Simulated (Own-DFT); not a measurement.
# PBE against PBEsol on the same cells

These are calculations, not measurements. The program, named Own-DFT, is a retired in-house plane-wave density functional code that no person has reviewed. Each row is one single-point run on a periodic cell that was not relaxed, without spin or spin-orbit coupling.

Known limits, some of them of some rows only: forces on such cells failed a check on a denser k mesh; forces on such cells moved up to 12 meV/angstrom on a denser k mesh; forces on such cells passed a denser k mesh, each cell not checked; stress not checked against mesh or cutoff.

Each cell was run twice at the same cutoff, k mesh and smearing, with PBE and with PBEsol, on PseudoDojo norm-conserving files made for PBE. Atoms were moved at random from their sites; u is the rms move along one axis. Files made for PBEsol would give a somewhat different change.

```
cell,atoms,volume (Å³/atom),u (Å),cutoff (hartree),P with PBE (GPa),P with PBEsol (GPa),change (GPa)
C40 NbSi2 with two Si on a Nb site each (Nb10Si26),36,14.64,0.032,42,1.73,-1.63,-3.36
C40 NbSi2 with two Si on a Nb site each (Nb10Si26),36,14.64,0.053,42,2.58,-0.77,-3.35
C40 NbSi2 with two Si on a Nb site each (Nb10Si26),36,14.64,0.028,42,1.63,-1.73,-3.36
D0_22 TiAl3 (Al30Ti10),40,15.77,0.057,42,2.15,0.26,-1.89
D0_22 TiAl3 (Al30Ti10),40,15.63,0.095,42,4.55,2.65,-1.90
D0_22 TiAl3 (Al30Ti10),40,15.63,0.046,42,2.47,0.57,-1.90
L1_0 TiAl (Al16Ti16),32,16.06,0.099,42,3.68,0.84,-2.85
L1_0 TiAl (Al16Ti16),32,16.06,0.051,42,1.74,-1.10,-2.84
L1_0 TiAl (Al16Ti16),32,16.30,0.053,42,0.34,-2.44,-2.78
beta-Si3N4 (N64Si48),112,10.41,0.019,42,5.31,2.90,-2.41
beta-Si3N4 (N64Si48),112,10.19,0.052,42,15.38,12.94,-2.44
beta-Si3N4 (N24Si18),42,10.41,0.021,42,5.75,?,?
```

## Worked reading

Mean change of pressure by composition, in GPa: Nb5Si13, -3.35; AlTi, -2.82; N4Si3, -2.43; Al3Ti, -1.90. At a fixed cell PBEsol gives the lower pressure, because it favours a smaller volume than PBE. Here the change varies more between materials than between cells of one material.

## Withheld value

Question: what PBEsol pressure should the N24Si18 cell with the blank give?

Adding the mean change of the cells with its composition, -2.43 GPa, to 5.75 gives 3.3 GPa. The calculation gave 3.34 GPa.
